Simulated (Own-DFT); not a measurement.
Simulation results for Si3Ge (diamond-structure random alloy, atoms displaced)

Computed with Own-DFT development build. A calculation, not a measurement: plane-wave PBE density functional theory by an unreviewed code, no spin, of a simulated periodic cell, stress positive in tension, free energy of the whole cell less one offset for each atom, forces on such cells passed a denser k mesh, this cell's mesh not checked; offsets are fitted by least squares, one for each functional and potential file, so energies compare only between cells with the same atoms and settings and are not formation energies; the far tail of each file's local potential was reset to the Coulomb form; each entry is a single point on an unrelaxed cell, so the pressure reflects the starting lattice, mostly measured values, from which strain is counted, and rises with the displacements; printed positions are rounded, which can move forces by about a meV/angstrom; the program is a retired in-house code; no spin-orbit coupling.

Settings shared by all entries: functional PBE; potential files PseudoDojo norm-conserving, scalar-relativistic, standard set; wave cutoff 42 hartree; occupations Fermi-Dirac; smearing width 0.1 eV; k mesh 3 x 3 x 3 centred on Gamma.

(1) Si3Ge (diamond-structure random alloy, atoms displaced)

```
Si3Ge
1.0
     10.9755     0.0000     0.0000
      0.0000    10.9755     0.0000
      0.0000     0.0000    10.9755
Si Ge Si Ge Si Ge Si Ge Si Ge Si Ge Si Ge Si Ge Si Ge Si Ge Si Ge Si Ge Si
7 1 6 1 3 1 3 2 2 3 4 1 3 1 2 1 2 1 4 2 4 1 6 1 2
Direct
  0.00271 0.98833 0.99154
  0.00174 0.25520 0.25780
  0.25243 0.00208 0.26074
  0.26049 0.24382 0.99654
  0.11996 0.11415 0.12180
  0.12711 0.37060 0.36498
  0.37486 0.12615 0.37661
  0.38072 0.37373 0.13816
  0.00260 0.00543 0.50291
  0.99482 0.23549 0.75537
  0.24291 0.99997 0.74990
  0.24520 0.25033 0.50028
  0.12645 0.12338 0.62494
  0.11931 0.37118 0.87894
  0.37887 0.12584 0.88041
  0.38238 0.37407 0.62480
  0.00657 0.48070 0.00529
  0.00026 0.73689 0.24676
  0.25001 0.50314 0.25184
  0.24994 0.76349 0.00280
  0.12075 0.61706 0.11820
  0.12271 0.87867 0.37965
  0.37049 0.62634 0.36572
  0.37207 0.88045 0.12167
  0.00729 0.50292 0.49744
  0.99535 0.74995 0.76415
  0.24751 0.51053 0.74672
  0.25248 0.74607 0.50152
  0.12838 0.63132 0.62585
  0.12265 0.88442 0.87554
  0.37396 0.62061 0.87041
  0.37208 0.87524 0.63059
  0.50475 0.00197 0.00073
  0.50783 0.24358 0.24585
  0.75117 0.99315 0.25411
  0.74284 0.25547 0.00155
  0.62120 0.11967 0.12591
  0.63283 0.37637 0.37267
  0.87932 0.12510 0.37667
  0.87474 0.36745 0.12430
  0.50145 0.99768 0.50450
  0.50397 0.25296 0.75104
  0.75969 0.00824 0.74776
  0.75704 0.25085 0.49986
  0.63539 0.11708 0.62462
  0.62077 0.38012 0.88392
  0.86791 0.12305 0.86324
  0.87508 0.38087 0.62344
  0.49534 0.49600 0.00282
  0.49672 0.75106 0.25677
  0.75695 0.50285 0.25366
  0.75173 0.74726 0.99867
  0.62684 0.62765 0.13251
  0.62730 0.87385 0.36289
  0.86521 0.63292 0.37702
  0.87701 0.87960 0.11933
  0.49620 0.49721 0.49889
  0.50420 0.74526 0.74835
  0.76272 0.50077 0.75137
  0.76701 0.74423 0.49722
  0.62770 0.62801 0.61855
  0.61802 0.87580 0.86765
  0.86648 0.62678 0.87101
  0.88596 0.87665 0.62512
```

```
free energy of cell above offsets : -0.974 eV
pressure                          : 3.29 GPa
stress xx                         : -3.3 GPa
stress yy                         : -3.21 GPa
stress zz                         : -3.36 GPa
stress yz                         : -1.23 GPa
stress xz                         : 0.59 GPa
stress xy                         : -0.82 GPa
```

Force:
| element | x (eV/Å) | y (eV/Å) | z (eV/Å) |
| --- | --- | --- | --- |
| Si | -1.747 | 2.409 | 1.048 |
| Si | -0.693 | -1.797 | -1.895 |
| Si | -0.851 | -0.152 | -0.922 |
| Si | -2.13 | 1.232 | 1.665 |
| Si | 0.717 | 1.051 | 0.41 |
| Si | 0.253 | 0.989 | 1.996 |
| Si | 0.146 | 0.328 | 0.527 |
| Ge | -1.091 | -0.55 | -1.392 |
| Si | -0.01 | -0.481 | -0.34 |
| Si | 0.977 | 2.173 | -1.303 |
| Si | 1.047 | 0.251 | -0.019 |
| Si | 0.808 | 0.231 | 0.01 |
| Si | -0.213 | 0.517 | 0.197 |
| Si | 1.49 | -1.233 | -1.175 |
| Ge | 0.388 | -0.7 | -1.62 |
| Si | -1.15 | -0.098 | 0.074 |
| Si | -1.577 | 1.763 | -0.39 |
| Si | 0.103 | 1.857 | -0.131 |
| Ge | -1.123 | -0.632 | -1.144 |
| Si | -0.793 | -2.018 | -1.235 |
| Si | 0.654 | 0.818 | -0.08 |
| Si | -0.004 | -0.823 | -0.635 |
| Ge | 0.747 | -0.503 | 2.225 |
| Ge | 0.589 | 0.561 | 1.124 |
| Si | -0.56 | -0.473 | -0.202 |
| Si | 0.761 | 0.523 | -1.116 |
| Ge | 0.279 | -2.504 | 0.596 |
| Ge | 0.079 | 1.738 | -0.445 |
| Ge | -2.006 | 0.14 | 0.146 |
| Si | 1.003 | -2.029 | -0.819 |
| Si | 0.314 | 1.572 | 1.165 |
| Si | 0.314 | -0.474 | 0.222 |
| Si | -0.301 | -0.464 | -0.144 |
| Ge | -0.341 | 0.007 | 1.542 |
| Si | 0.721 | 1.365 | -1.171 |
| Si | 0.342 | -1.326 | -0.182 |
| Si | 1.846 | -0.31 | -0.413 |
| Ge | -0.667 | 0.127 | 0.216 |
| Si | -0.039 | -0.307 | -0.307 |
| Si | -0.08 | 0.472 | 0.892 |
| Ge | 0.117 | -0.15 | -0.569 |
| Si | 0.735 | -0.56 | -0.214 |
| Si | -1.365 | -2.637 | -1.082 |
| Ge | -0.324 | -0.313 | 0.436 |
| Si | -0.888 | 1.484 | 0.163 |
| Si | 1.02 | -0.248 | -1.671 |
| Si | 0.691 | 0.583 | 3.423 |
| Si | 1.515 | -0.702 | 0.299 |
| Ge | 0.264 | 1.469 | 0.455 |
| Ge | 0.627 | 0.363 | -1.816 |
| Si | -0.482 | -0.433 | -1.375 |
| Si | -0.718 | 0.653 | 0.504 |
| Si | 0.161 | -0.382 | -0.69 |
| Si | 0.36 | -0.448 | 2.578 |
| Ge | 3.185 | -2.594 | -1.656 |
| Si | -0.008 | -1.392 | 0.527 |
| Si | 0.697 | 0.591 | -0.329 |
| Si | -1.01 | -0.168 | -0.573 |
| Si | -2.42 | -0.343 | -0.5 |
| Si | -3.311 | 3.269 | 2.361 |
| Si | 0.476 | -0.671 | 0.2 |
| Ge | 1.533 | 0.232 | 0.545 |
| Si | 1.482 | -0.641 | 1.646 |
| Si | -0.542 | -0.211 | 0.365 |

(2) Si3Ge (diamond-structure random alloy, atoms displaced)

```
Si3Ge
1.0
     10.9755     0.0000     0.0000
      0.0000    10.9755     0.0000
      0.0000     0.0000    10.9755
Si Ge Si Ge Si Ge Si Ge Si Ge Si Ge Si Ge Si Ge Si Ge Si Ge Si Ge Si Ge Si Ge Si
6 1 3 1 8 2 1 2 1 1 2 1 5 1 2 1 8 1 1 2 5 1 1 1 1 1 4
Direct
  0.00414 0.99461 0.99513
  0.00307 0.25914 0.24290
  0.24797 0.00849 0.25145
  0.24195 0.25313 0.99504
  0.12479 0.12481 0.13192
  0.12710 0.37411 0.37233
  0.36776 0.13701 0.37686
  0.38127 0.37196 0.12373
  0.99573 0.00068 0.50419
  0.00198 0.25572 0.74925
  0.24429 0.99824 0.74733
  0.25726 0.24867 0.50021
  0.11566 0.12800 0.62020
  0.12170 0.37036 0.87660
  0.38409 0.12129 0.86396
  0.37961 0.38221 0.62285
  0.99296 0.49752 0.99184
  0.99540 0.74613 0.23931
  0.24565 0.50328 0.24308
  0.25828 0.75678 0.99247
  0.12734 0.63285 0.12106
  0.13342 0.87662 0.37761
  0.37043 0.62163 0.38754
  0.37093 0.87596 0.12251
  0.00318 0.50568 0.50161
  0.00667 0.75085 0.74257
  0.24533 0.50021 0.74707
  0.24675 0.75513 0.50212
  0.12023 0.62351 0.62219
  0.12807 0.87682 0.86693
  0.37337 0.62393 0.87952
  0.38508 0.87776 0.61337
  0.50409 0.00215 0.99509
  0.49613 0.24346 0.24437
  0.75693 0.00147 0.24892
  0.74895 0.25015 0.00050
  0.62951 0.13210 0.12758
  0.62796 0.37715 0.38120
  0.87650 0.12792 0.38147
  0.87833 0.38157 0.11444
  0.49591 0.00124 0.50981
  0.49294 0.25162 0.75484
  0.74587 0.99958 0.74654
  0.75419 0.24646 0.49705
  0.62019 0.13384 0.62264
  0.62828 0.37499 0.87192
  0.86648 0.13137 0.87396
  0.87815 0.37647 0.63103
  0.49605 0.49688 0.98344
  0.50175 0.75956 0.23899
  0.75681 0.49027 0.25112
  0.75737 0.74093 0.99808
  0.63697 0.63178 0.11799
  0.61869 0.87366 0.38447
  0.86968 0.62338 0.37542
  0.88377 0.88486 0.12212
  0.50185 0.50415 0.48616
  0.50499 0.75070 0.74412
  0.75011 0.49837 0.75326
  0.74506 0.75009 0.49202
  0.62332 0.62675 0.62784
  0.62593 0.86604 0.87903
  0.87332 0.62590 0.87762
  0.87497 0.88062 0.62911
```

```
free energy of cell above offsets : -1.927 eV
pressure                          : 3.05 GPa
stress xx                         : -3.1 GPa
stress yy                         : -3.16 GPa
stress zz                         : -2.89 GPa
stress yz                         : 0.22 GPa
stress xz                         : 0.73 GPa
stress xy                         : 1.31 GPa
```

Force:
| element | x (eV/Å) | y (eV/Å) | z (eV/Å) |
| --- | --- | --- | --- |
| Si | 0.621 | 1.687 | -0.443 |
| Si | -0.723 | -0.631 | 0.716 |
| Si | 0.167 | -0.865 | 0.26 |
| Si | 1.709 | -1.216 | 0.887 |
| Si | -0.411 | 0.229 | -1.491 |
| Si | 0.186 | 0.507 | 0.287 |
| Ge | 1.592 | -2.173 | -0.755 |
| Si | -1.315 | 0.46 | -0.452 |
| Si | 0.518 | -0.315 | -0.723 |
| Si | -0.272 | -0.669 | 0.023 |
| Ge | 1.223 | 0.784 | -1.321 |
| Si | -2.057 | 1.777 | 1.476 |
| Si | 0.936 | 0.296 | 0.234 |
| Si | 0.001 | 1.123 | -0.713 |
| Si | -1.767 | -0.114 | 1.532 |
| Si | -0.184 | -0.241 | -0.07 |
| Si | 1.408 | 0.849 | 0.042 |
| Si | 0.318 | 0.604 | 2.086 |
| Si | 0.927 | -0.826 | 0.705 |
| Ge | -1.337 | -0.363 | -0.32 |
| Ge | -0.43 | -0.936 | -0.874 |
| Si | -1.655 | 0.179 | -0.839 |
| Ge | -0.823 | 1.188 | -2.536 |
| Ge | 0.277 | 2.216 | 0.124 |
| Si | -1.198 | -1.416 | -1.207 |
| Ge | -1.58 | 0.402 | 1.309 |
| Si | 0.525 | -0.228 | 0.743 |
| Si | 0.725 | -0.105 | 0.406 |
| Ge | 1.579 | 0.161 | -0.12 |
| Si | -0.504 | -0.488 | 0.986 |
| Si | -0.378 | 0.26 | -2.346 |
| Si | -2.29 | -1.272 | 1.86 |
| Si | 0.324 | 0.058 | 0.466 |
| Si | 0.792 | 1.059 | 0.649 |
| Ge | -1.198 | 0.302 | 1.192 |
| Si | -0.338 | 1.105 | 0.43 |
| Si | -0.415 | -1.043 | -0.565 |
| Ge | -0.067 | -1.204 | -1.474 |
| Si | 0.894 | 0.08 | -1.367 |
| Si | -0.576 | -1.12 | 0.917 |
| Si | 1.321 | 1.723 | -2.095 |
| Si | 1.3 | 1.02 | -1.296 |
| Si | -0.706 | 0.13 | 0.383 |
| Si | -0.201 | 0.732 | 1.338 |
| Si | 0.272 | -0.53 | 0.569 |
| Si | -0.106 | -0.827 | -0.164 |
| Ge | 1.196 | -1.034 | -0.444 |
| Si | -0.307 | 0.293 | -0.961 |
| Ge | 1.209 | 0.028 | 2.128 |
| Ge | 0.599 | -1.482 | 1.507 |
| Si | -0.452 | 1.252 | -0.71 |
| Si | 0.032 | 2.107 | 0.147 |
| Si | -1.164 | -1.829 | 1.008 |
| Si | -0.284 | 1.41 | -1.404 |
| Si | 1.087 | -0.254 | -0.753 |
| Ge | -0.755 | -1.621 | -0.425 |
| Si | 0.591 | -0.309 | 2.867 |
| Ge | -1.208 | 0.093 | 0.908 |
| Si | 0.054 | 0.531 | -0.585 |
| Ge | 0.731 | -0.099 | 1.623 |
| Si | 0.722 | -1.383 | -1.055 |
| Si | 0.67 | 0.825 | -0.17 |
| Si | 0.654 | -0.415 | -1.438 |
| Si | -0.459 | -0.462 | -0.693 |

(3) Si3Ge (diamond-structure random alloy, atoms displaced)

```
Si3Ge
1.0
     10.9755     0.0000     0.0000
      0.0000    10.9755     0.0000
      0.0000     0.0000    10.9755
Si Ge Si Ge Si Ge Si Ge Si Ge Si Ge Si Ge Si Ge Si Ge Si Ge Si Ge Si Ge Si Ge Si
2 1 3 1 3 1 1 1 2 2 11 1 6 1 5 1 1 1 4 1 3 3 1 1 5 1 1
Direct
  0.99600 0.99585 0.00223
  0.00221 0.24634 0.25645
  0.25503 0.00219 0.25067
  0.24473 0.25586 0.99248
  0.12411 0.12678 0.13027
  0.12503 0.37852 0.37791
  0.36525 0.11466 0.37356
  0.37482 0.38095 0.12411
  0.00101 0.99958 0.50777
  0.00411 0.25313 0.75320
  0.23460 0.99936 0.74662
  0.24819 0.24985 0.49141
  0.12160 0.12330 0.62435
  0.13160 0.36582 0.87575
  0.36800 0.11820 0.88051
  0.37439 0.38131 0.62821
  0.00314 0.49846 0.00680
  0.00348 0.74954 0.24670
  0.24556 0.50010 0.25015
  0.24739 0.74688 0.00038
  0.13177 0.62234 0.12769
  0.12122 0.87419 0.37413
  0.37511 0.61313 0.37474
  0.37778 0.86873 0.12472
  0.00332 0.49502 0.50297
  0.99172 0.73995 0.75633
  0.24803 0.50439 0.75889
  0.25181 0.75731 0.50055
  0.11850 0.62034 0.62533
  0.12449 0.88249 0.87746
  0.37267 0.61460 0.87473
  0.37839 0.87315 0.63065
  0.50077 0.98688 0.99874
  0.48287 0.23880 0.24851
  0.74283 0.99603 0.24985
  0.74033 0.24123 0.99037
  0.62488 0.11467 0.12317
  0.62155 0.36604 0.37579
  0.87894 0.12172 0.37226
  0.87068 0.37412 0.12523
  0.50165 0.00232 0.49993
  0.50380 0.23857 0.74909
  0.74484 0.99964 0.75799
  0.75241 0.24791 0.49782
  0.62789 0.11324 0.62769
  0.62489 0.37966 0.87704
  0.87562 0.11450 0.87699
  0.87907 0.37492 0.61447
  0.49406 0.49506 0.99430
  0.49670 0.74654 0.24709
  0.75701 0.50465 0.25833
  0.74497 0.73795 0.99367
  0.63017 0.62291 0.12401
  0.62057 0.87475 0.37945
  0.87796 0.62375 0.37804
  0.87875 0.86779 0.13168
  0.49687 0.50745 0.49009
  0.51137 0.75751 0.73682
  0.75012 0.49225 0.74902
  0.75034 0.74724 0.49621
  0.62448 0.62227 0.62602
  0.62523 0.88753 0.88123
  0.87191 0.61993 0.87316
  0.87955 0.88059 0.63111
```

```
free energy of cell above offsets : -2.119 eV
pressure                          : 2.99 GPa
stress xx                         : -3.08 GPa
stress yy                         : -2.8 GPa
stress zz                         : -3.09 GPa
stress yz                         : 0.63 GPa
stress xz                         : -0.4 GPa
stress xy                         : 0.55 GPa
```

Force:
| element | x (eV/Å) | y (eV/Å) | z (eV/Å) |
| --- | --- | --- | --- |
| Si | 0.438 | 0.182 | 0.932 |
| Si | -0.318 | 0.925 | -0.628 |
| Ge | -1.945 | -2.229 | -1.826 |
| Si | 1.553 | -1.671 | 2.345 |
| Si | -0.058 | 0.196 | -1.116 |
| Si | -0.158 | -0.675 | -0.642 |
| Ge | 1.704 | 1.652 | 1.938 |
| Si | -1.059 | -1.348 | 0.323 |
| Si | -0.629 | -0.409 | -1.449 |
| Si | -1.168 | -0.497 | -0.252 |
| Ge | 2.472 | -0.46 | 0.601 |
| Si | 0.043 | 0.406 | 1.226 |
| Ge | -0.116 | 1.856 | -0.813 |
| Si | -1.384 | 2.06 | -0.934 |
| Si | 0.362 | 0.054 | -0.197 |
| Ge | -0.274 | -0.76 | -0.345 |
| Ge | 0.116 | -0.663 | -0.458 |
| Si | 0.428 | -0.577 | 0.555 |
| Si | 0.671 | -0.519 | 0.229 |
| Si | 0.547 | 0.317 | -0.388 |
| Si | -0.634 | 0.843 | -0.121 |
| Si | 0.26 | 0.196 | 0.374 |
| Si | -1.669 | 2.811 | -1.322 |
| Si | -0.482 | -0.183 | -0.232 |
| Si | -0.23 | 0.275 | -0.74 |
| Si | 1.158 | 2.055 | -0.678 |
| Si | -0.703 | -1.11 | -0.904 |
| Si | 0.077 | -1.068 | -0.266 |
| Ge | 1.008 | 1.032 | 0.448 |
| Si | -1.052 | -2.147 | 0.435 |
| Si | 0.475 | 2.719 | -0.397 |
| Si | -0.626 | 0.824 | -0.981 |
| Si | -1.433 | 1.741 | 1.113 |
| Si | 1.799 | 0.852 | -0.602 |
| Si | 1.394 | -0.004 | 0.078 |
| Ge | 0.934 | 0.514 | 1.061 |
| Si | -1.211 | 0.515 | 0.149 |
| Si | -0.311 | 0.58 | -1.079 |
| Si | -0.427 | -0.71 | 0.237 |
| Si | -0.011 | -0.73 | 0.636 |
| Si | -0.751 | -0.404 | 0.827 |
| Ge | -0.488 | 0.736 | 0.583 |
| Si | 1.22 | -0.214 | -0.877 |
| Ge | -0.242 | -0.77 | 0.219 |
| Si | 0.238 | 0.819 | -0.578 |
| Si | -0.175 | -1.151 | -1.127 |
| Si | 0.329 | 1.171 | -0.6 |
| Si | -0.318 | -0.45 | 1.773 |
| Ge | 0.889 | 0.422 | 0.883 |
| Si | 0.03 | -0.411 | 0.596 |
| Si | -1.157 | -1.849 | -0.894 |
| Si | 0.613 | 2.215 | 0.412 |
| Ge | -0.809 | -0.427 | 0.613 |
| Ge | -0.037 | -0.658 | -0.619 |
| Ge | 0.901 | 0.503 | 0.155 |
| Si | -1.366 | 0.225 | -1.148 |
| Ge | 1.686 | -1.764 | 1.714 |
| Si | -0.475 | -0.653 | 2.239 |
| Si | -0.02 | 0.101 | -0.776 |
| Si | 0.24 | 0.579 | 1.553 |
| Si | 0.867 | 0.038 | -0.627 |
| Si | 0.618 | -2.886 | -1.086 |
| Ge | -0.26 | -0.766 | 0.375 |
| Si | -1.076 | -1.253 | 0.085 |
